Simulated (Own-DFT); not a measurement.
Hf36O71 (tetragonal hafnia with one neutral oxygen vacancy, atoms displaced) (calculated)

A calculation, not a measurement: plane-wave PBE and HSE06 DFT by an unreviewed code, no spin, of a simulated cell at Gamma alone, so results move with cell size and shape, stress positive in tension, energies less offsets, not probed for a lower state with spin; hafnium file: forces about 75 meV/angstrom off all-electron values; oxygen file: force components 24 meV/angstrom off all-electron in a glass; k mesh not checked against a denser one; forces and stress are PBE's, HSE06 gives the energy alone, and its difference from PBE has offsets of its own; offsets are fitted by least squares, one for each functional and potential file, so energies compare only between cells with the same atoms and settings and are not formation energies; the far tail of each file's local potential was reset to the Coulomb form; each entry is a single point on an unrelaxed cell, so the pressure reflects the starting lattice, taken from the Materials Project, from which strain is counted, and rises with the displacements; printed positions are rounded, which can move forces by about a meV/angstrom; the program is a retired in-house code; no spin-orbit coupling. Program: Own-DFT development build.

Common to all runs: first functional PBE; second functional HSE06; exact exchange share 0.25; screening 0.11 1/bohr; exchange divergence Gygi-Baldereschi; potential files PseudoDojo norm-conserving, scalar-relativistic, made for PBE, standard set; wave cutoff 48 hartree; occupations fixed; k mesh 1 x 1 x 1 centred on Gamma.

(1) 
```xyz
107
Lattice="10.7800 0.0000 0.0000 0.0000 10.7800 0.0000 0.0000 0.0000 10.4493" Properties=species:S:1:pos:R:3:force_x:R:1:force_y:R:1:force_z:R:1 formula=Hf36O71 PBE_energy_of_cell_above_offsets=-96.058 HSE06_less_PBE_above_offsets=0.090 PBE_pressure=2.58 PBE_stress_xx=-2.47 PBE_stress_yy=-2.16 PBE_stress_zz=-3.12 PBE_stress_yz=0.51 PBE_stress_xz=0.16 PBE_stress_xy=-0.01
Hf     0.0679    10.7688     0.0556     -1.177     -0.353     -0.936
Hf     1.8548     1.8025     2.6469     -1.193     -0.816     -0.279
O     10.7110     1.7875     1.6644      2.581     -0.159     -0.557
O      1.8291     0.0002     3.5720      0.127      0.095      0.319
O     10.7182     1.7105     4.2549      0.575      1.742      0.249
O      1.8540    10.7309     1.0536     -0.455      0.883     -0.318
Hf     0.0243     0.0027     5.2724     -2.129     -0.437      0.258
Hf     1.8301     1.8338     7.7981      0.483     -1.359     -0.169
O     10.7212     1.8932     6.8887      1.176      0.293     -1.103
O      1.7774     0.0940     8.8866      0.286     -1.733     -0.538
O     10.7398     1.7352     9.4061      0.076      1.662      1.251
O      1.8115     0.0488     6.1663      0.056     -0.104      0.905
Hf     0.0640     3.6349    10.4161     -2.206     -2.535      0.039
Hf     1.7391     5.3662     2.6704      2.444      1.092     -0.261
O     10.7482     5.3829     1.6775      0.691      0.392     -2.257
O      1.8075     3.5621     3.6605     -0.174      0.055     -0.632
O      0.0524     5.3940     4.0884     -0.191     -0.256      1.881
O      1.7369     3.6451     0.9864      1.007     -0.081      0.897
Hf     0.0195     3.5883     5.2861     -0.674      -1.61     -1.015
Hf     1.7917     5.3405     7.8336      3.251      1.002      1.209
O      0.1629     5.4536     6.8967     -4.202     -0.451     -2.028
O      1.7570     3.5435     8.8252     -0.263      0.993      0.475
O     10.7498     5.3913     9.4102      0.042     -0.654     -0.089
O      1.8047     3.5901     6.1406      0.256      0.132      1.009
Hf    10.7001     7.0904    10.3945      1.678      3.228      1.067
Hf     1.8564     8.9251     2.6169     -0.523      0.937     -1.008
O     10.7268     9.0148     1.5197      0.755     -0.529      1.147
O      1.8401     7.2624     3.7048     -1.071     -1.462     -0.016
O     10.7299     9.0116     4.2409      0.398     -1.155       0.16
O      1.8530     7.1529     1.0777     -1.108     -0.106     -0.277
Hf     0.0415     7.1375     5.2311     -0.044      1.119     -0.548
Hf     1.7451     8.9575     7.8363      0.664      0.814      0.545
O     10.6302     9.0254     6.8922      6.185     -0.391      -2.37
O      1.7315     7.2300     8.8914      0.081      -1.01     -0.431
O     10.7656     8.9677     9.4272      0.224     -0.469      0.199
O      1.8232     7.1476     6.2727     -1.204      0.906      0.176
Hf     3.6406     0.0053     0.0611      0.101     -0.845      -1.21
Hf     5.4364     1.8686     2.5577      1.281     -0.782      0.528
O      3.6381     1.8327     1.5870     -0.971     -0.056      0.154
O      5.4725     0.0060     3.7045     -0.906     -0.084     -1.437
O      3.6312     1.7837     4.2973      -0.27      1.385     -1.755
O      5.4581     0.0720     1.0543     -0.419     -0.431     -0.108
Hf     3.6345     0.0468     5.1477      0.875     -1.594      1.534
Hf     5.4432     1.7185     7.9415     -1.618      1.715     -1.043
O      3.6620     1.8789     6.8730     -1.351     -0.476      -0.31
O      5.3721    10.7622     8.8461      0.238     -0.963      0.896
O      3.6479     1.7924     9.3809     -0.521      0.061      1.505
O      5.3854     0.0446     6.2387     -0.548     -0.145      0.143
Hf     3.6037     3.5509     0.0437      1.225      0.431     -0.733
Hf     5.3927     5.4373     2.6463      0.065     -0.508     -0.342
O      3.6665     5.3984     1.6325     -1.395      0.006        0.3
O      5.3837     3.6466     3.6216     -0.284     -0.779      0.627
O      3.5899     5.5096     4.2047     -0.112     -1.332      0.336
O      5.3396     3.6507     1.0718      1.187     -0.868     -0.149
Hf     3.6926     3.6276     5.2123      0.033       0.56       0.57
Hf     5.3740     5.4288     7.8257     -0.447     -2.446     -0.477
O      3.5842     5.4307     6.8208     -0.051     -0.209      0.414
O      5.3415     3.6466     8.9729      0.494      0.092     -0.571
O      3.5622     5.3832     9.5319     -0.666     -0.591     -0.997
O      5.3135     3.5573     6.3464      1.682       1.03     -1.208
Hf     3.6516     7.1455    10.4222     -0.949      0.262      1.028
Hf     5.4375     8.9597     2.6182      0.621      0.991      0.333
O      3.5977     9.0884     1.5718      1.131      -0.62      0.577
O      5.3893     7.1973     3.6723      0.532      0.645     -0.498
O      3.5909     8.9402     4.1622      0.003      1.732     -0.471
O      5.4756     7.1738     0.9702     -1.583      0.582      1.344
Hf     3.5826     7.3152     5.2665      0.692     -1.173        0.2
Hf     5.4768     8.8812     7.8343     -0.648      1.395     -0.103
O      3.6007     8.9450     6.7607     -0.709      0.168      0.957
O      5.3177     7.1079     8.8232      0.437      0.649      0.838
O      3.6875     8.9045     9.4753     -0.609      1.433     -0.414
O      5.4379     7.2744     6.2529     -0.576     -0.751     -0.001
Hf     7.1935     0.0737    10.3855      1.015     -1.494     -0.026
Hf     8.9890     1.6976     2.6211     -0.758      0.052      0.251
O      7.2456     1.7929     1.5622     -1.375      0.379      0.431
O      8.9402    10.7413     3.6951      0.334     -0.253     -0.766
O      7.2242     1.7643     4.2380     -0.361       1.09     -0.261
O      8.9381     0.0167     1.0168      0.347      -0.58      0.107
Hf     7.1917    10.7800     5.2461      0.331       -0.5      1.097
Hf     8.9932     1.8661     7.9212     -0.708     -3.006      -0.66
O      7.0955     1.8141     6.9051      2.233        0.3     -0.904
O      9.0141    10.7642     8.7591     -0.362       0.27      1.246
O      7.2219     1.8487     9.4466      -0.35      0.015     -0.292
O      8.9558    10.6738     6.3697      0.513      1.219     -2.179
Hf     7.2313     3.6554    10.3973     -0.917     -0.597      1.436
Hf     9.0476     5.3752     2.6001     -2.705     -1.183      0.916
O      7.2113     5.3162     1.5374      0.074      0.522      0.356
O      8.9390     3.5185     3.6119       0.35      1.537      0.384
O      7.1519     5.3943     4.1839      0.183     -0.768      0.215
O      8.9556     3.5312     1.0085      1.504      0.908     -0.551
Hf     7.2532     3.5601     5.2039     -1.878     -0.219      0.033
Hf     8.9766     5.4476     7.8653     -0.703     -1.253      -0.86
O      7.1568     5.4086     6.8246      0.809      0.205      0.004
O      8.9856     3.5991     8.8717      0.065      1.835      0.213
O      7.2284     5.4163     9.4122       0.44     -0.344      -1.02
O      8.9091     3.5744     6.2547      1.897       0.87      0.257
Hf     7.1786     7.0751     0.0592     -0.223      2.324     -1.271
Hf     9.0097     8.9512     2.6360     -0.995      0.768      0.288
O      8.9430     7.1152     3.7173       0.65      0.428     -1.054
O      7.2220     9.0225     4.2465     -0.254     -1.607     -0.894
O      8.8807     7.2100     0.9658      2.239     -0.128      1.233
Hf     7.1855     7.1354     5.1950      -0.14      1.352      0.118
Hf     9.0476     8.8285     7.7786     -4.825      4.337      1.648
O      7.1356     9.0085     6.7737      1.094     -0.629      0.207
O      9.0005     7.1803     8.8221      0.441     -1.742      1.518
O      7.2193     9.0146     9.3475     -0.759     -1.274       1.45
O      8.9946     7.2004     6.2670      0.415     -1.002     -0.074
```

Units: PBE_energy_of_cell_above_offsets, HSE06_less_PBE_above_offsets in eV; PBE_pressure, PBE_stress_xx, PBE_stress_yy, PBE_stress_zz, PBE_stress_yz, PBE_stress_xz, PBE_stress_xy in GPa; force_x, force_y, force_z in eV/Å.

(2) 
```xyz
107
Lattice="10.7800 0.0000 0.0000 0.0000 10.7800 0.0000 0.0000 0.0000 10.4493" Properties=species:S:1:pos:R:3:force_x:R:1:force_y:R:1:force_z:R:1 formula=Hf36O71 PBE_energy_of_cell_above_offsets=-96.332 HSE06_less_PBE_above_offsets=0.073 PBE_pressure=2.53 PBE_stress_xx=-2.68 PBE_stress_yy=-2.15 PBE_stress_zz=-2.77 PBE_stress_yz=-0.87 PBE_stress_xz=-0.38 PBE_stress_xy=-0.19
Hf     0.0418     0.0308     0.0442      0.191      -0.83      0.003
Hf     1.8312     1.8628     2.5854      1.489     -0.494       0.85
O     10.7724     1.8045     1.6572      0.073      0.437     -1.089
O      1.7660     0.0764     3.5798     -0.089      -1.57      0.712
O      0.0223     1.8024     4.2771     -0.429      0.543      0.236
O      1.7942    10.7664     1.0946     -0.775      0.057     -0.925
Hf     0.0381    10.7395     5.1878      0.293      0.209      0.685
Hf     1.7926     1.8371     7.8489       0.66     -2.222     -0.276
O     10.7581     1.8025     6.9372      0.201      0.457     -0.858
O      1.8093     0.0149     8.8979     -0.377      0.474     -0.041
O     10.7428     1.7956     9.4355     -0.415      0.358       0.87
O      1.9112     0.0127     6.2743     -2.381      0.142       -0.5
Hf     0.0124     3.5699     0.0628     -0.286      0.756     -0.801
Hf     1.7524     5.3852     2.6257      0.564       -0.4     -0.229
O      0.0134     5.3700     1.5796      0.162     -0.322     -1.026
O      1.8313     3.6035     3.6829     -0.604      0.369      -0.41
O      0.0253     5.4666     4.0643     -0.172     -1.232      2.228
O      1.7864     3.6069     1.0038       0.36     -0.196     -0.132
Hf     0.0039     3.5486     5.2976      0.102     -0.117     -1.851
Hf     1.7528     5.4045     7.7917       0.92       0.88      1.629
O      0.0688     5.4044     6.8499     -1.944     -0.271     -1.471
O      1.7557     3.5620     8.8364      0.689      1.283      0.325
O      0.0923     5.4345     9.4012     -0.682     -0.735      0.075
O      1.8286     3.5521     6.2163     -0.343      0.323      1.123
Hf    10.7679     7.1815    10.4460      0.927      1.207      0.759
Hf     1.7857     8.9116     2.5903        0.1      1.732     -1.209
O     10.7126     8.9100     1.6203      1.494      0.216     -0.647
O      1.7333     7.1981     3.5672      0.761     -0.387      1.359
O      0.0188     8.9657     4.1621      0.134      0.012      0.503
O      1.8473     7.2049     1.0284     -1.502     -0.169     -0.596
Hf    10.7667     7.1903     5.1952     -0.221      0.629     -0.201
Hf     1.7774     8.9603     7.8688      0.662      2.273      -1.28
O     10.7706     8.9109     6.7669     -0.421      0.599      0.305
O      1.7433     7.3107     8.8257      0.124     -3.622      0.762
O      0.0646     9.0780     9.4366     -0.726     -1.143      0.497
O      1.7821     7.2121     6.2445       0.28     -1.008     -0.621
Hf     3.5379    10.7301    10.4001      0.845     -0.546      0.507
Hf     5.4979     1.7171     2.5286     -4.683       0.34      2.018
O      3.5569     1.8048     1.5060      0.524      0.458      0.211
O      5.4883    10.7773     3.6615     -0.121      0.653     -0.262
O      3.5712     1.8050     4.1160      0.398      0.314      1.169
O      5.3818     0.0732     0.9769      0.264     -0.001      0.669
Hf     3.5710    10.7485     5.1750      1.142      1.333      1.157
Hf     5.3449     1.8280     7.8571      0.757     -3.479     -0.588
O      3.6425     1.7133     6.8126     -0.644      1.639     -0.407
O      5.4170     0.0134     8.8740      0.111      0.084     -0.512
O      3.6001     1.6981     9.3797     -0.224      2.247      -0.08
O      5.3880    10.7099     6.2567      0.495      0.192     -0.991
Hf     3.5958     3.5899    10.3826      0.026     -1.567      1.571
Hf     5.4180     5.3004     2.6190      -1.01      1.979     -0.389
O      3.5581     5.3944     1.5716      0.843     -0.634      0.488
O      5.4244     3.6320     3.5910      0.084     -1.135      0.817
O      3.5933     5.3794     4.1820       0.06     -0.212      0.665
O      5.4391     3.5346     1.0470     -0.978      0.973     -0.705
Hf     3.6383     3.5944     5.3369     -0.082     -1.203     -2.857
Hf     5.3539     5.3490     7.7967      0.433      1.149        1.6
O      3.6292     5.3933     6.8182     -1.449     -0.209     -0.308
O      5.3882     3.5121     8.8494     -0.267      2.071      1.055
O      3.6222     5.4067     9.5252     -0.303     -1.678     -2.258
O      5.4402     3.6628     6.2630     -0.571     -0.286      0.062
Hf     3.6267     7.1176    10.4337      0.335      2.866      1.165
Hf     5.3877     9.0219     2.7069      0.388     -1.416     -1.898
O      3.5555     8.9640     1.5299      0.615      0.524       1.24
O      5.4093     7.1802     3.6319     -0.283     -0.297      0.226
O      3.6796     8.9963     4.2685     -0.566     -1.256     -1.088
O      5.3299     7.2108     1.0451      1.904     -0.901     -0.598
Hf     3.5866     7.1135     5.2166      1.065      1.566      0.445
Hf     5.4317     8.9436     7.8440     -1.567      1.504       0.09
O      3.5663     8.9691     6.8553       0.32     -0.529     -0.239
O      5.3705     7.1744     8.8557      0.334     -1.254      0.255
O      3.6207     8.9768     9.3698     -0.185     -0.392       0.66
O      5.4244     7.2035     6.3161     -0.709     -0.714     -0.842
Hf     7.2538     0.0691     0.0066     -1.769     -3.342      0.425
Hf     8.9964     1.8529     2.5372     -0.666     -0.499      2.049
O      7.1169     1.8181     1.6569      4.262     -0.008     -2.164
O      9.0559    10.7532     3.6143     -0.015      1.889       0.59
O      7.2223     1.8879     4.1929     -0.084     -1.284      0.332
O      8.9661    10.7378     1.0693      0.863      1.031      -0.44
Hf     7.2514    10.7468     5.1618     -1.461      0.649      0.873
Hf     8.9405     1.8251     7.9069     -0.044     -0.056     -0.435
O      7.1964     1.7838     6.8753     -0.467      0.476      0.028
O      8.9474    10.7353     8.8303       0.01        1.6      0.779
O      7.2040     1.7326     9.4986      0.858      2.947     -0.564
O      8.9764     0.0509     6.2224       0.79     -0.503     -0.045
Hf     7.1636     3.6125     0.0247      0.587     -0.312     -0.636
Hf     8.9702     5.4357     2.5386      3.796      0.324      2.974
O      7.3510     5.3170     1.6784      -5.56      0.121     -2.309
O      8.9375     3.6080     3.5798      0.453      0.177      0.554
O      7.1683     5.4771     4.2765      0.139     -2.381      -0.42
O      8.9555     3.6511     1.0373      0.644     -1.278     -1.135
Hf     7.2273     3.6259     5.2435     -0.541     -0.813     -1.079
Hf     9.0006     5.4484     7.7865     -0.635     -0.442      1.402
O      7.1259     5.3470     6.9517       2.07      0.282     -1.372
O      7.2352     5.3773     9.4353      0.136     -0.655       0.61
O      8.9536     3.5191     6.2381      1.087      0.997      0.684
Hf     7.2438     7.1230     0.0144     -1.001      2.449      0.746
Hf     9.0186     9.0032     2.6941     -1.654     -0.752     -1.205
O      7.1907     8.9689     1.6120     -0.006     -0.246      0.032
O      8.9440     7.2018     3.6312      0.278       -0.4      1.239
O      7.2529     9.0140     4.1189     -0.372     -0.717       1.41
O      9.0478     7.0966     1.1927     -0.747      0.376     -2.813
Hf     7.2160     7.1109     5.2762     -1.398      2.942     -0.784
Hf     8.8982     9.0468     7.8542      0.615     -0.617     -0.937
O      7.1695     8.9675     6.8183       0.75      0.393     -0.426
O      8.8998     7.2247     8.8348      0.701     -0.605      0.892
O      7.1606     8.9985     9.4341      0.373      -0.71      0.296
O      8.9034     7.2563     6.2761       1.88     -1.455      0.042
```

Units: PBE_energy_of_cell_above_offsets, HSE06_less_PBE_above_offsets in eV; PBE_pressure, PBE_stress_xx, PBE_stress_yy, PBE_stress_zz, PBE_stress_yz, PBE_stress_xz, PBE_stress_xy in GPa; force_x, force_y, force_z in eV/Å.
